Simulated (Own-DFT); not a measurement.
# What a defect does to the pressure of its cell: D0_22 TiAl3

Everything here is calculated. The program is Own-DFT (plane waves, in-house, since retired, never reviewed by a person); positions were held fixed, and spin and spin-orbit coupling were off.

All runs used: PBEsol; PseudoDojo norm-conserving scalar-relativistic files, made for PBE; cutoff 42 hartree; 4 x 4 x 4 k mesh centred on Gamma; cold (Marzari-Vanderbilt) smearing of 0.2 eV.

Keep in mind: forces on such cells failed a check on a denser k mesh; stress not checked against mesh or cutoff.

All runs share one cell, with vectors in Å (-2.365, -6.981, 4.326); (-7.667, 3.491, 1.442); (-2.950, -3.488, -7.241) and a volume of 625.4 Å³. u is the rms random offset of the atoms per axis. The defect's site can differ from row to row.

| cell | formula | u (Å) | P (GPa) |
|---|---|---|---|
| no defect | Al30Ti10 | 0.0187 | 0.07 |
| no defect | Al30Ti10 | 0.0199 | 0.08 |
| no defect | Al30Ti10 | 0.0476 | 0.60 |
| one Ti vacancy | Al30Ti9 | 0.0272 | 0.03 |
| one Ti vacancy | Al30Ti9 | 0.0472 | 0.39 |
| one Ti vacancy | Al30Ti9 | 0.0512 | 0.67 |
| two Al vacancies | Al28Ti10 | 0.0298 | -0.65 |
| two Al vacancies | Al28Ti10 | 0.0488 | -0.17 |
| two Al vacancies | Al28Ti10 | 0.0499 | -0.04 |
| two Al on a Ti site each | Al32Ti8 | 0.0288 | 1.15 |
| two Al on a Ti site each | Al32Ti8 | 0.0488 | 1.67 |
| two Al on a Ti site each | Al32Ti8 | 0.0526 | 1.76 |
| two Ti on an Al site each | Al28Ti12 | 0.0299 | 1.07 |
| two Ti on an Al site each | Al28Ti12 | 0.0312 | 1.31 |
| two Ti on an Al site each | Al28Ti12 | 0.0502 | ? |
| two Ti on an Al site each | Al28Ti12 | 0.0547 | 1.54 |

## Worked fit

P = P0 + c u² + a shift for each defect gives P0 = -0.03 GPa, c = 276 ± 31 GPa/Å² and a scatter of 0.10 GPa. The shifts, and each times the cell's volume:

- two Al on a Ti site each: 1.00 ± 0.09 GPa, 3.9 eV (2.0 eV for each of its 2 sites)
- two Ti on an Al site each: 0.89 ± 0.08 GPa, 3.5 eV (1.7 eV for each of its 2 sites)
- one Ti vacancy: -0.12 ± 0.09 GPa, -0.5 eV (not resolved)
- two Al vacancies: -0.79 ± 0.09 GPa, -3.1 eV (-1.5 eV for each of its 2 sites)

A positive shift means that the defect pushes the cell outwards. Shift times volume (160.2 GPa Å³ is 1 eV) depends little on the cell's size, so, taken for each site, it can be compared between cells at like pressure. The atoms around the defects weren't relaxed, which would change these numbers.

## The run left out

Question: what pressure belongs in the blank (two Ti on an Al site each, u = 0.0502 Å)?

Estimate: 1.56 ± 0.12 GPa. The hidden result is 1.48 GPa.
